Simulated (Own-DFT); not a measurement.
# Strain and stress in wurtzite AlN, 72 atoms (Al36N36)

All numbers below are calculated, not measured. The program, named Own-DFT, is a retired in-house plane-wave density functional code that no person has reviewed. Each row is one single-point run on a periodic cell that was not relaxed, without spin or spin-orbit coupling.

Settings of every run: PBE; PseudoDojo norm-conserving scalar-relativistic files; cutoff 42 hartree; 4 x 4 x 3 k mesh centred on Gamma; Gaussian smearing of 0.01 eV.

Known limits: k mesh not checked against a denser one; stress not checked against mesh or cutoff.

Unstrained cell vectors in Å: (9.336, 0.000, 0.000); (-4.668, 8.085, 0.000); (0.000, 0.000, 9.964). The unstrained cell has measured lattice constants (interpolated for alloys), not those of this functional. That, the random moves and any unrelaxed bonds set the pressure at no strain. Each run strains this cell uniformly, with the atoms carried along. Every atom was also moved at random, by a Gaussian of width 0.05 Å on each axis. Strain is the symmetric tensor, in per cent. Stress is positive in tension, and the pressure is minus a third of its trace.

| run | e_xx (%) | e_yy (%) | e_zz (%) | e_yz (%) | e_xz (%) | e_xy (%) | s_xx (GPa) | s_yy (GPa) | s_zz (GPa) | s_yz (GPa) | s_xz (GPa) | s_xy (GPa) | P (GPa) | E (meV/atom) |
|---|---|---|---|---|---|---|---|---|---|---|---|---|---|---|
| 1 | -1.60 | -0.74 | -1.04 | 1.28 | 0.82 | -1.45 | -15.60 | -14.07 | -13.13 | 2.34 | 0.75 | -5.27 | 14.26 | 65.2 |
| 2 | 0.12 | -0.89 | -1.82 | -0.86 | 0.37 | 1.28 | -8.34 | -11.80 | -13.86 | -2.28 | 0.70 | 3.95 | 11.33 | 25.5 |
| 3 | -0.57 | 0.21 | -0.95 | -1.84 | -0.78 | -1.01 | -8.05 | -6.02 | -14.76 | -4.85 | -2.93 | -5.23 | 9.61 | 41.0 |
| 4 | -0.83 | 1.99 | -1.67 | 0.66 | -1.80 | 0.05 | -6.10 | -1.05 | -13.64 | 2.28 | -3.98 | 0.24 | 6.93 | 31.5 |
| 5 | -1.35 | -0.19 | 0.90 | -0.30 | -1.25 | -1.07 | -10.71 | -8.03 | -3.87 | -1.61 | -1.25 | -4.98 | 7.53 | 22.5 |
| 6 | 0.53 | -1.06 | -1.45 | -1.41 | -0.06 | 0.84 | -5.78 | -12.22 | -9.53 | -3.38 | -0.40 | 3.51 | 9.18 | 7.0 |
| 7 | -1.62 | -0.22 | 1.38 | -1.46 | -1.63 | 0.84 | -13.87 | -8.83 | 0.39 | -4.02 | -3.98 | 2.83 | 7.44 | 33.7 |
| 8 | 1.99 | 1.35 | 0.28 | 1.45 | 0.86 | -1.00 | 5.04 | 1.77 | -1.05 | 3.56 | 1.74 | -2.94 | -1.92 | 1.8 |
| 9 | 1.81 | -0.91 | -1.67 | -1.58 | -0.15 | 1.88 | -0.28 | -7.86 | -15.26 | -4.21 | -0.92 | 6.92 | 7.80 | 25.5 |
| 10 | 0.56 | 1.43 | 1.05 | -0.93 | 0.24 | -1.37 | -1.57 | 2.10 | -0.08 | -2.37 | -0.66 | -5.77 | -0.15 | 7.4 |
| 11 | -1.70 | -0.05 | -1.40 | -0.22 | 1.51 | 0.87 | -15.00 | -8.63 | -15.71 | 1.36 | 4.13 | 1.79 | 13.11 | 39.8 |
| 12 | 1.79 | -1.65 | 1.30 | 0.84 | -0.43 | -0.34 | 3.41 | -12.98 | 0.16 | 1.77 | -0.36 | -1.16 | 3.14 | 11.1 |
| 13 | 1.87 | 0.48 | 1.18 | 0.73 | 1.42 | 1.85 | 3.63 | -0.58 | 1.91 | 2.01 | 3.72 | 4.07 | -1.65 | 0.0 |
| 14 | -1.96 | 0.88 | -0.48 | 1.14 | -1.43 | -0.96 | -13.87 | -5.49 | -7.59 | 3.83 | -3.76 | -2.65 | 8.98 | 20.6 |
| 15 | -0.63 | 0.41 | 0.14 | 1.44 | -0.86 | 0.73 | -8.53 | -4.58 | -3.66 | 4.02 | -2.61 | 2.83 | 5.59 | 5.0 |
| 16 | 0.54 | -1.83 | -1.68 | -1.10 | -1.59 | -0.84 | -4.35 | -17.86 | -14.93 | -3.08 | -4.31 | -3.25 | 12.38 | 29.4 |
| 17 | 0.88 | -0.21 | -0.34 | -1.02 | 0.69 | 0.09 | -3.24 | -6.61 | -5.41 | -1.84 | 2.40 | 1.10 | 5.09 | 10.0 |
| 18 | -0.93 | 1.16 | 1.31 | -0.85 | -1.53 | 0.19 | ? | ? | ? | ? | ? | ? | ? | ? |

E is the free energy for each atom above the lowest run shown.

## Worked fit

Each stress component was fitted by least squares to a constant and the strains of the runs shown, as fractions, with shears doubled. Shear strains stay in the fit of a normal stress only where such slopes are resolved. The slopes, in GPa:

```
stress  at no strain  per e_xx  per e_yy  per e_zz  scatter
  s_xx          -5.8  466 ± 24  113 ± 31   53 ± 28     1.27
  s_yy          -6.7  125 ± 23  488 ± 30   70 ± 27     1.24
  s_zz          -5.8   86 ± 37   62 ± 48  493 ± 43     1.97
```

Each shear stress against twice its own strain: yz 128 ± 8, xz 116 ± 11, xy 173 ± 12 GPa. These are stiffnesses along x, y and z of the frame in which the cell vectors are given, which need not be the crystal's axes. The atoms are held to the strained lattice; where symmetry lets them move under strain, relaxing them would lower some slopes. The table should be nearly symmetric about its diagonal, and what it lacks of that shows the noise. A ninth of its sum, 217 ± 6 GPa, estimates the bulk modulus near the mean pressure of these runs, 7.0 GPa, so it lies above the value at zero pressure.

## Withheld run

Question: what normal stresses and pressure should run 18 give?

The fit gives s_xx = -8.1, s_yy = -1.2, s_zz = 0.6 and P = 2.9 GPa. The calculation gave -9.21, 0.20, 0.11 and P = 2.97 GPa.
